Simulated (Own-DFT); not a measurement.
## Calculated data, Hf36O71 (tetragonal hafnia with one neutral oxygen vacancy, atoms displaced)

All values are calculated (Own-DFT development build). A calculation, not a measurement: plane-wave PBE and HSE06 DFT by an unreviewed code, no spin, of a simulated cell at Gamma alone, so results move with cell size and shape, stress positive in tension, energies less offsets, not probed for a lower state with spin; hafnium file: forces about 75 meV/angstrom off all-electron values; oxygen file: force components 24 meV/angstrom off all-electron in a glass; k mesh not checked against a denser one; forces and stress are PBE's, HSE06 gives the energy alone, and its difference from PBE has offsets of its own; offsets are fitted by least squares, one for each functional and potential file, so energies compare only between cells with the same atoms and settings and are not formation energies; the far tail of each file's local potential was reset to the Coulomb form; each entry is a single point on an unrelaxed cell, so the pressure reflects the starting lattice, taken from the Materials Project, from which strain is counted, and rises with the displacements; printed positions are rounded, which can move forces by about a meV/angstrom; the program is a retired in-house code; no spin-orbit coupling.

Settings shared by all entries: first functional PBE; second functional HSE06; exact exchange share 0.25; screening 0.11 1/bohr; exchange divergence Gygi-Baldereschi; potential files PseudoDojo norm-conserving, scalar-relativistic, made for PBE, standard set; wave cutoff 48 hartree; occupations fixed; k mesh 1 x 1 x 1 centred on Gamma.

(1) 
```cif
# cell vector a (Å): 10.7800 0.0000 0.0000
# cell vector b (Å): 0.0000 10.7800 0.0000
# cell vector c (Å): 0.0000 0.0000 10.4493
data_Hf36O71
_symmetry_space_group_name_H-M 'P 1'
_symmetry_Int_Tables_number 1
_cell_length_a 10.7800
_cell_length_b 10.7800
_cell_length_c 10.4493
_cell_angle_alpha 90.000
_cell_angle_beta 90.000
_cell_angle_gamma 90.000
_cell_volume 1214.30
loop_
_atom_site_label
_atom_site_type_symbol
_atom_site_fract_x
_atom_site_fract_y
_atom_site_fract_z
_atom_site_occupancy
Hf1 Hf 0.99792 0.99697 0.99775 1
Hf2 Hf 0.16842 0.16474 0.25100 1
O1 O 0.99481 0.16242 0.15151 1
O2 O 0.17702 0.99842 0.34587 1
O3 O 0.99570 0.16763 0.40089 1
O4 O 0.17216 0.99418 0.09717 1
Hf3 Hf 0.99800 0.99486 0.49854 1
Hf4 Hf 0.16521 0.16902 0.75595 1
O5 O 0.99977 0.16246 0.65043 1
O6 O 0.16110 0.00272 0.84225 1
O7 O 0.00563 0.17536 0.90072 1
O8 O 0.16127 0.99495 0.59780 1
Hf5 Hf 0.99930 0.33136 0.99388 1
Hf6 Hf 0.16380 0.50304 0.25455 1
O9 O 0.00006 0.50716 0.15173 1
O10 O 0.15660 0.33892 0.34822 1
O11 O 0.99350 0.50452 0.40300 1
O12 O 0.17267 0.33160 0.09983 1
Hf7 Hf 0.00565 0.32444 0.50757 1
Hf8 Hf 0.17226 0.50516 0.74457 1
O13 O 0.99933 0.50753 0.64950 1
O14 O 0.16714 0.33889 0.84861 1
O15 O 0.00331 0.49446 0.90549 1
O16 O 0.16469 0.33223 0.60425 1
Hf9 Hf 0.00343 0.66811 0.99640 1
Hf10 Hf 0.17244 0.83520 0.24672 1
O17 O 0.00135 0.82532 0.15492 1
O18 O 0.16763 0.66910 0.34393 1
O19 O 0.99875 0.83701 0.39926 1
O20 O 0.16999 0.67338 0.09818 1
Hf11 Hf 0.00290 0.66975 0.49405 1
Hf12 Hf 0.16739 0.83335 0.74964 1
O21 O 0.00148 0.83330 0.65737 1
O22 O 0.16277 0.67147 0.85474 1
O23 O 0.00473 0.83740 0.89671 1
O24 O 0.17600 0.66539 0.60244 1
Hf13 Hf 0.33866 0.00463 0.00303 1
Hf14 Hf 0.49779 0.16598 0.25692 1
O25 O 0.33377 0.16881 0.15933 1
O26 O 0.50779 0.00031 0.34506 1
O27 O 0.34219 0.17316 0.40110 1
O28 O 0.49959 0.99912 0.09863 1
Hf15 Hf 0.33052 0.99455 0.49896 1
Hf16 Hf 0.49445 0.16250 0.75239 1
O29 O 0.33350 0.17580 0.65565 1
O30 O 0.49564 0.00282 0.85190 1
O31 O 0.32753 0.16285 0.90889 1
O32 O 0.49605 0.99569 0.59514 1
Hf17 Hf 0.33039 0.33515 0.00298 1
Hf18 Hf 0.49015 0.49779 0.24937 1
O33 O 0.33266 0.48908 0.15124 1
O34 O 0.49829 0.33956 0.35347 1
O35 O 0.33075 0.50233 0.39903 1
O36 O 0.49175 0.33679 0.10099 1
Hf19 Hf 0.33556 0.32536 0.49293 1
Hf20 Hf 0.49811 0.49619 0.74860 1
O37 O 0.33096 0.50668 0.65639 1
O38 O 0.50428 0.33215 0.84587 1
O39 O 0.33622 0.49745 0.90793 1
O40 O 0.49869 0.33245 0.59897 1
Hf21 Hf 0.33699 0.66181 0.00237 1
Hf22 Hf 0.50976 0.83741 0.25900 1
O41 O 0.33020 0.83500 0.15916 1
O42 O 0.49464 0.66240 0.34153 1
O43 O 0.33258 0.83177 0.40382 1
O44 O 0.49890 0.66047 0.09757 1
Hf23 Hf 0.34079 0.65893 0.49467 1
Hf24 Hf 0.50273 0.82645 0.75437 1
O45 O 0.33478 0.83446 0.65800 1
O46 O 0.50750 0.66714 0.84306 1
O47 O 0.32955 0.83759 0.90229 1
O48 O 0.50433 0.67083 0.59589 1
Hf25 Hf 0.65962 0.99268 0.00273 1
Hf26 Hf 0.83074 0.16263 0.25123 1
O49 O 0.66321 0.16439 0.15101 1
O50 O 0.83224 0.00108 0.34430 1
O51 O 0.82531 0.00006 0.09953 1
Hf27 Hf 0.67655 0.01141 0.49659 1
Hf28 Hf 0.82939 0.16102 0.74997 1
O52 O 0.67480 0.15942 0.65026 1
O53 O 0.83580 0.00166 0.84205 1
O54 O 0.66208 0.15936 0.89614 1
O55 O 0.82845 0.99686 0.60036 1
Hf29 Hf 0.66701 0.34048 0.99987 1
Hf30 Hf 0.83123 0.50483 0.24782 1
O56 O 0.66850 0.49530 0.14843 1
O57 O 0.84481 0.33519 0.35318 1
O58 O 0.66716 0.50240 0.40116 1
O59 O 0.82467 0.33289 0.09529 1
Hf31 Hf 0.66839 0.33147 0.50978 1
Hf32 Hf 0.83577 0.49949 0.74967 1
O60 O 0.67088 0.50180 0.65123 1
O61 O 0.83272 0.33506 0.85234 1
O62 O 0.66620 0.50164 0.90499 1
O63 O 0.84141 0.32763 0.60243 1
Hf33 Hf 0.65744 0.67353 0.99671 1
Hf34 Hf 0.84302 0.82848 0.25744 1
O64 O 0.66678 0.82991 0.15219 1
O65 O 0.83061 0.66367 0.35084 1
O66 O 0.66018 0.83620 0.40121 1
O67 O 0.82617 0.66334 0.10128 1
Hf35 Hf 0.67014 0.66788 0.49826 1
Hf36 Hf 0.83457 0.83190 0.74794 1
O68 O 0.67358 0.83416 0.65548 1
O69 O 0.83241 0.67022 0.84497 1
O70 O 0.66968 0.82513 0.90342 1
O71 O 0.82959 0.66463 0.60088 1
_calc_PBE_energy_of_cell_above_offsets '-97.886'  # eV
_calc_HSE06_less_PBE_above_offsets '0.006'  # eV
_calc_PBE_pressure 1.99  # GPa
_calc_PBE_stress_xx -0.74  # GPa
_calc_PBE_stress_yy -2.97  # GPa
_calc_PBE_stress_zz -2.26  # GPa
_calc_PBE_stress_yz 0.22  # GPa
_calc_PBE_stress_xz -0.47  # GPa
_calc_PBE_stress_xy 0.1  # GPa
```

Force:
| element | x (eV/Å) | y (eV/Å) | z (eV/Å) |
| --- | --- | --- | --- |
| Hf | 0.183 | 1.035 | 0.178 |
| Hf | -1.444 | 0.889 | -0.867 |
| O | 1.217 | -0.177 | 0.124 |
| O | -0.355 | 0.944 | 0.539 |
| O | 0.858 | -1.755 | 0.258 |
| O | -1.492 | 0.554 | -0.136 |
| Hf | 0.097 | 1.924 | 1.287 |
| Hf | -0.415 | 0.446 | -0.369 |
| O | 0.191 | -0.109 | 0.196 |
| O | -0.067 | -0.136 | 0.484 |
| O | -0.122 | -2.207 | -0.25 |
| O | 1.053 | 0.205 | -0.887 |
| Hf | -0.376 | 0.838 | 1.823 |
| Hf | -0.817 | -0.29 | -1.1 |
| O | 0.388 | -0.131 | 0.178 |
| O | 0.811 | -1.355 | 0.46 |
| O | 0.965 | 0.182 | 0.345 |
| O | -1.823 | -0.367 | 0.146 |
| Hf | -1.38 | 1.186 | -1.3 |
| Hf | -2.346 | 0.047 | 1.093 |
| O | 0.674 | -0.035 | 0.505 |
| O | 0.405 | -0.317 | -0.125 |
| O | -0.358 | 1.579 | -0.538 |
| O | 1.263 | 0.235 | -0.518 |
| Hf | -0.562 | -0.693 | 0.586 |
| Hf | 0.013 | -0.446 | -0.366 |
| O | -0.321 | 0.586 | -0.591 |
| O | -0.358 | 0.101 | 0.946 |
| O | -0.33 | -0.468 | -0.106 |
| O | 0.248 | -0.635 | -0.234 |
| Hf | -0.043 | -1.906 | 1.666 |
| Hf | 0.595 | 0.295 | 0.487 |
| O | -0.382 | -0.216 | -1.539 |
| O | 0.204 | -1.184 | -0.616 |
| O | -0.525 | -0.424 | 1.16 |
| O | -1.069 | 0.28 | -1.078 |
| Hf | -0.828 | -1.69 | -0.188 |
| Hf | 1.082 | 1.254 | -1.249 |
| O | -0.055 | -0.667 | -0.184 |
| O | -0.303 | 1.07 | 0.754 |
| O | -0.727 | -2.264 | -0.27 |
| O | -0.107 | -0.237 | 0.716 |
| Hf | 0.104 | -0.512 | 1.094 |
| Hf | 1.354 | 0.171 | 0.038 |
| O | -0.66 | -0.46 | -0.4 |
| O | 0.197 | -1.322 | -0.175 |
| O | 0.274 | 1.216 | -0.819 |
| O | 0.857 | 0.802 | -0.285 |
| Hf | 0.218 | -0.49 | 0.076 |
| Hf | 2.374 | -0.266 | -0.821 |
| O | -1.3 | 1.267 | 0.18 |
| O | 0.248 | -1.269 | 0.148 |
| O | -0.115 | -1.453 | 0.043 |
| O | 1.321 | -0.413 | -0.231 |
| Hf | -0.236 | 1.863 | 1.847 |
| Hf | 1.204 | -0.252 | 0.233 |
| O | 1.873 | -0.301 | -0.857 |
| O | -0.443 | -0.1 | -0.219 |
| O | 0.269 | 0.988 | -1.105 |
| O | 0.261 | 0.288 | -0.029 |
| Hf | -1.365 | 1.461 | -0.022 |
| Hf | -0.849 | -1.211 | -1.119 |
| O | 2.378 | -0.183 | -0.437 |
| O | -0.03 | 0.925 | 0.693 |
| O | 0.328 | 0.029 | 0.408 |
| O | -0.528 | 0.259 | -0.119 |
| Hf | -0.346 | 1.752 | 1.048 |
| Hf | -0.371 | 2.011 | -1.781 |
| O | 0.313 | 0.218 | -0.382 |
| O | -0.79 | -1.117 | 0.814 |
| O | 0.646 | -0.938 | 0.711 |
| O | -0.46 | -0.27 | -0.041 |
| Hf | 1.027 | 1.507 | -0.331 |
| Hf | 0.066 | 2.364 | -0.881 |
| O | -0.428 | 0.028 | 1.278 |
| O | -0.489 | -0.684 | 1.279 |
| O | 1.233 | -0.451 | -0.678 |
| Hf | -2.125 | -0.643 | 0.338 |
| Hf | 1.001 | 1.614 | 0.706 |
| O | -2.329 | 0.553 | -1.12 |
| O | 0.419 | -0.952 | 1.169 |
| O | 0.373 | 0.436 | 0.674 |
| O | 1.82 | 0.01 | -0.894 |
| Hf | -0.684 | -0.855 | 0.285 |
| Hf | -0.181 | -1.584 | -0.215 |
| O | -1.34 | -0.147 | 0.76 |
| O | -1.354 | -0.663 | -0.783 |
| O | 0.026 | -0.633 | 0.64 |
| O | 1.987 | -0.239 | 0.422 |
| Hf | 1.046 | 0.988 | -1.361 |
| Hf | 0.219 | 0.386 | 0.294 |
| O | -0.94 | -0.731 | 0.305 |
| O | -0.227 | -0.567 | -0.575 |
| O | -0.235 | 0.477 | -0.807 |
| O | -1.407 | 0.401 | 0.157 |
| Hf | 1.918 | -2.919 | 1.778 |
| Hf | -1.515 | -0.223 | -1.905 |
| O | -0.05 | 0.186 | 0.192 |
| O | 0.314 | 1.591 | 0.447 |
| O | 0.47 | -0.186 | 0.34 |
| O | 0.86 | 0.547 | -0.591 |
| Hf | 0.15 | -0.474 | 0.292 |
| Hf | 0.15 | -0.282 | 0.178 |
| O | -1.522 | -0.112 | 0.012 |
| O | 0.717 | -0.9 | 0.508 |
| O | -0.479 | 2.967 | -0.91 |
| O | 1.146 | 0.558 | -0.922 |

(2) 
```cif
# cell vector a (Å): 10.7800 0.0000 0.0000
# cell vector b (Å): 0.0000 10.7800 0.0000
# cell vector c (Å): 0.0000 0.0000 10.4493
data_Hf36O71
_symmetry_space_group_name_H-M 'P 1'
_symmetry_Int_Tables_number 1
_cell_length_a 10.7800
_cell_length_b 10.7800
_cell_length_c 10.4493
_cell_angle_alpha 90.000
_cell_angle_beta 90.000
_cell_angle_gamma 90.000
_cell_volume 1214.30
loop_
_atom_site_label
_atom_site_type_symbol
_atom_site_fract_x
_atom_site_fract_y
_atom_site_fract_z
_atom_site_occupancy
Hf1 Hf 0.00223 0.99745 0.00278 1
Hf2 Hf 0.16072 0.16558 0.25651 1
O1 O 0.99283 0.16939 0.15487 1
O2 O 0.17531 0.99518 0.34873 1
O3 O 0.99877 0.16683 0.40031 1
O4 O 0.17273 0.00758 0.10470 1
Hf3 Hf 0.00165 0.99455 0.49680 1
Hf4 Hf 0.17700 0.16750 0.75189 1
O5 O 0.00614 0.16681 0.65007 1
O6 O 0.16492 0.99375 0.84737 1
O7 O 0.00150 0.16682 0.89929 1
O8 O 0.17532 0.99863 0.59984 1
Hf5 Hf 0.00847 0.33284 0.99666 1
Hf6 Hf 0.17209 0.49663 0.24444 1
O9 O 0.00371 0.50503 0.15832 1
O10 O 0.16132 0.33523 0.34273 1
O11 O 0.99809 0.49676 0.40914 1
O12 O 0.16266 0.32894 0.09573 1
Hf7 Hf 0.00460 0.32653 0.49555 1
Hf8 Hf 0.16933 0.49712 0.74557 1
O13 O 0.00088 0.49893 0.65743 1
O14 O 0.16869 0.32224 0.84986 1
O15 O 0.15678 0.33513 0.60130 1
Hf9 Hf 0.99545 0.67025 0.00788 1
Hf10 Hf 0.17166 0.83557 0.24170 1
O16 O 0.01034 0.82908 0.15259 1
O17 O 0.17172 0.65611 0.34912 1
O18 O 0.99909 0.83676 0.40624 1
O19 O 0.16537 0.66844 0.09157 1
Hf11 Hf 0.99874 0.67082 0.49684 1
Hf12 Hf 0.17093 0.83605 0.75347 1
O20 O 0.99621 0.83480 0.64150 1
O21 O 0.16411 0.66351 0.84904 1
O22 O 0.99576 0.83384 0.89899 1
O23 O 0.16910 0.66186 0.60081 1
Hf13 Hf 0.33532 0.00684 0.99329 1
Hf14 Hf 0.49743 0.16843 0.24792 1
O24 O 0.33834 0.17199 0.15222 1
O25 O 0.51096 0.99425 0.35155 1
O26 O 0.33189 0.16941 0.40330 1
O27 O 0.49783 0.99724 0.09282 1
Hf15 Hf 0.33060 0.00365 0.50099 1
Hf16 Hf 0.50019 0.16019 0.74533 1
O28 O 0.33184 0.16639 0.65327 1
O29 O 0.49965 0.00237 0.83991 1
O30 O 0.32776 0.16370 0.90748 1
O31 O 0.49892 0.00658 0.59193 1
Hf17 Hf 0.33207 0.33649 0.00601 1
Hf18 Hf 0.49179 0.49496 0.25227 1
O32 O 0.33404 0.50167 0.15602 1
O33 O 0.49246 0.32822 0.34756 1
O34 O 0.33358 0.50695 0.40000 1
O35 O 0.49336 0.33216 0.09563 1
Hf19 Hf 0.33015 0.32889 0.50396 1
Hf20 Hf 0.49549 0.49902 0.74989 1
O36 O 0.33045 0.49262 0.65032 1
O37 O 0.50279 0.33543 0.83936 1
O38 O 0.33091 0.49292 0.90070 1
O39 O 0.48981 0.34275 0.59975 1
Hf21 Hf 0.33626 0.66596 0.99762 1
Hf22 Hf 0.50437 0.83307 0.24212 1
O40 O 0.33731 0.83345 0.14614 1
O41 O 0.49884 0.66304 0.34624 1
O42 O 0.33448 0.82897 0.40689 1
O43 O 0.51046 0.66395 0.10289 1
Hf23 Hf 0.33332 0.66881 0.50738 1
Hf24 Hf 0.49871 0.84254 0.74810 1
O44 O 0.33570 0.83874 0.65020 1
O45 O 0.50275 0.66953 0.85649 1
O46 O 0.33031 0.83683 0.89706 1
O47 O 0.50132 0.66708 0.60757 1
Hf25 Hf 0.66752 0.99929 0.00384 1
Hf26 Hf 0.83141 0.16563 0.25240 1
O48 O 0.66195 0.16730 0.16422 1
O49 O 0.83288 0.00832 0.34744 1
O50 O 0.67160 0.16532 0.40143 1
O51 O 0.83767 0.00533 0.09667 1
Hf27 Hf 0.66314 0.99622 0.50900 1
Hf28 Hf 0.82881 0.16343 0.75017 1
O52 O 0.66790 0.16733 0.65423 1
O53 O 0.82601 0.00285 0.85184 1
O54 O 0.66850 0.17169 0.89712 1
O55 O 0.83369 0.00450 0.59634 1
Hf29 Hf 0.66521 0.33135 0.98924 1
Hf30 Hf 0.83457 0.49482 0.24981 1
O56 O 0.66041 0.50652 0.15470 1
O57 O 0.83672 0.33132 0.34323 1
O58 O 0.66501 0.49660 0.39983 1
O59 O 0.84032 0.33104 0.09446 1
Hf31 Hf 0.66291 0.32832 0.50885 1
Hf32 Hf 0.83287 0.49688 0.74465 1
O60 O 0.66851 0.50541 0.66145 1
O61 O 0.84047 0.33346 0.85417 1
O62 O 0.66387 0.50271 0.89559 1
O63 O 0.82758 0.33832 0.59070 1
Hf33 Hf 0.66686 0.67323 0.99794 1
Hf34 Hf 0.82957 0.82491 0.24711 1
O64 O 0.67430 0.84212 0.15212 1
O65 O 0.83043 0.66635 0.34420 1
O66 O 0.67403 0.83411 0.40322 1
O67 O 0.83194 0.67377 0.09673 1
Hf35 Hf 0.65986 0.67456 0.50336 1
Hf36 Hf 0.83385 0.83610 0.75003 1
O68 O 0.66497 0.82610 0.64817 1
O69 O 0.83088 0.66137 0.85263 1
O70 O 0.67205 0.83381 0.90501 1
O71 O 0.83468 0.66613 0.60372 1
_calc_PBE_energy_of_cell_above_offsets '-96.885'  # eV
_calc_HSE06_less_PBE_above_offsets '0.071'  # eV
_calc_PBE_pressure 2.24  # GPa
_calc_PBE_stress_xx -3.18  # GPa
_calc_PBE_stress_yy -0.9  # GPa
_calc_PBE_stress_zz -2.65  # GPa
_calc_PBE_stress_yz 0.03  # GPa
_calc_PBE_stress_xz -0.03  # GPa
_calc_PBE_stress_xy 0.21  # GPa
```

Force:
| element | x (eV/Å) | y (eV/Å) | z (eV/Å) |
| --- | --- | --- | --- |
| Hf | 0.146 | 1.456 | -0.378 |
| Hf | -0.139 | -0.266 | -1.443 |
| O | 2.186 | -0.646 | -0.017 |
| O | -0.438 | 0.676 | 0.288 |
| O | 1.1 | -1.178 | -0.273 |
| O | -0.502 | -0.357 | -0.759 |
| Hf | -0.376 | 1.446 | 1.094 |
| Hf | -3.608 | -0.771 | 0.177 |
| O | -0.788 | -0.257 | 0.42 |
| O | 0.204 | 1.365 | 0.627 |
| O | 0.036 | -1.327 | 0.684 |
| O | -1.418 | -0.102 | -0.084 |
| Hf | -2.369 | 0.216 | -0.663 |
| Hf | -1.482 | 1.216 | 1.527 |
| O | -0.5 | 0.214 | -0.701 |
| O | 0.42 | -0.624 | 0.819 |
| O | -0.316 | 0.701 | -0.083 |
| O | 1.723 | 0.276 | 0.956 |
| Hf | -1.931 | 1.268 | 0.521 |
| Hf | -1.593 | 0.348 | 1.02 |
| O | 0.089 | 0.131 | 0.482 |
| O | 0.038 | 1.882 | -0.047 |
| O | 2.475 | -0.378 | -0.204 |
| Hf | 0.774 | -1.47 | -1.814 |
| Hf | 1.069 | -1.413 | 1.373 |
| O | -1.762 | 0.61 | -0.247 |
| O | -0.798 | 2.009 | -0.645 |
| O | 0.099 | -0.993 | -1.651 |
| O | 1.39 | 0.018 | 0.411 |
| Hf | 0.222 | -1.566 | 0.728 |
| Hf | -0.869 | -1.634 | -0.734 |
| O | 0.739 | 0.324 | 1.345 |
| O | 0.308 | 0.492 | -0.434 |
| O | -0.193 | 0.311 | 0.125 |
| O | -0.476 | 0.553 | -0.089 |
| Hf | -0.975 | -1.786 | 1.889 |
| Hf | 0.441 | -0.565 | 1.269 |
| O | -1.45 | -0.385 | 0.12 |
| O | -0.753 | 0.454 | -0.982 |
| O | -0.383 | -0.788 | 0.158 |
| O | 0.482 | -0.033 | -0.157 |
| Hf | -0.052 | -1.481 | -1.553 |
| Hf | 0.356 | 2.505 | 0.227 |
| O | 1.374 | 0.268 | -0.662 |
| O | 0.154 | 0.097 | 1.151 |
| O | 0.672 | 1.378 | -1.361 |
| O | -0.257 | 0.024 | 1.735 |
| Hf | -0.669 | -0.866 | -0.529 |
| Hf | 2.79 | 0.678 | 1.03 |
| O | -0.348 | -0.1 | -2.128 |
| O | -0.075 | 0.244 | 0.346 |
| O | 0.229 | -1.905 | 0.785 |
| O | 1.55 | 0.173 | -0.157 |
| Hf | -0.27 | 2.192 | -0.918 |
| Hf | 1.269 | 0.945 | 0.247 |
| O | 0.422 | 0.475 | -0.022 |
| O | -0.163 | -1.779 | 0.681 |
| O | 0.384 | 1.303 | 0.196 |
| O | 1.473 | -0.949 | -0.192 |
| Hf | -0.006 | 0.254 | -0.086 |
| Hf | -0.744 | -0.666 | 1.485 |
| O | -0.021 | -0.418 | 0.167 |
| O | 0.541 | 1.394 | 0.369 |
| O | 0.01 | 0.941 | -0.341 |
| O | -2.056 | 1.073 | -0.446 |
| Hf | -0.182 | -0.625 | -1.48 |
| Hf | -0.317 | -3.193 | 0.108 |
| O | 0.317 | -0.157 | 0.489 |
| O | -0.887 | 0.645 | -0.727 |
| O | 0.388 | -0.368 | 0.145 |
| O | -0.895 | 0.054 | -0.397 |
| Hf | 1.411 | 0.607 | 0.099 |
| Hf | -0.307 | 0.812 | -0.244 |
| O | 0.309 | -0.231 | -2.182 |
| O | 0.509 | -2.586 | 0.273 |
| O | -0.7 | 0.391 | 1.773 |
| O | -0.71 | -0.535 | -0.332 |
| Hf | 1.589 | 0.961 | -3.213 |
| Hf | 2.827 | 0.969 | 0.444 |
| O | -1.331 | -0.018 | -0.428 |
| O | -0.013 | -0.43 | -0.585 |
| O | -0.541 | -1.593 | 0.28 |
| O | -0.201 | -0.296 | 0.727 |
| Hf | 1.093 | 2.467 | 1.534 |
| Hf | -1.181 | -0.663 | 0.11 |
| O | 1.202 | -0.878 | -0.131 |
| O | -0.012 | 0.257 | 0.316 |
| O | -0.046 | -0.131 | 1.441 |
| O | -1.424 | 0.663 | -0.253 |
| Hf | 0.086 | 1.218 | -2.333 |
| Hf | 0.509 | 0.459 | 1.154 |
| O | -1.594 | -0.481 | -1.332 |
| O | -0.458 | -0.068 | -1.397 |
| O | -0.161 | -0.728 | 1.295 |
| O | 0.981 | -0.468 | 0.852 |
| Hf | 0.157 | -2.977 | -0.361 |
| Hf | 1.622 | 1.358 | 1.289 |
| O | -1.544 | 0.166 | -0.701 |
| O | 0.54 | -0.146 | 0.416 |
| O | -0.023 | -0.07 | -0.184 |
| O | -0.109 | 0.401 | 0.842 |
| Hf | 1.081 | -2.504 | -0.648 |
| Hf | 0.876 | -1.483 | 0.226 |
| O | -0.136 | 1.322 | 0.665 |
| O | 0.689 | 0.862 | -0.55 |
| O | -0.495 | 1.476 | -0.663 |
| O | -0.309 | 0.339 | -0.992 |
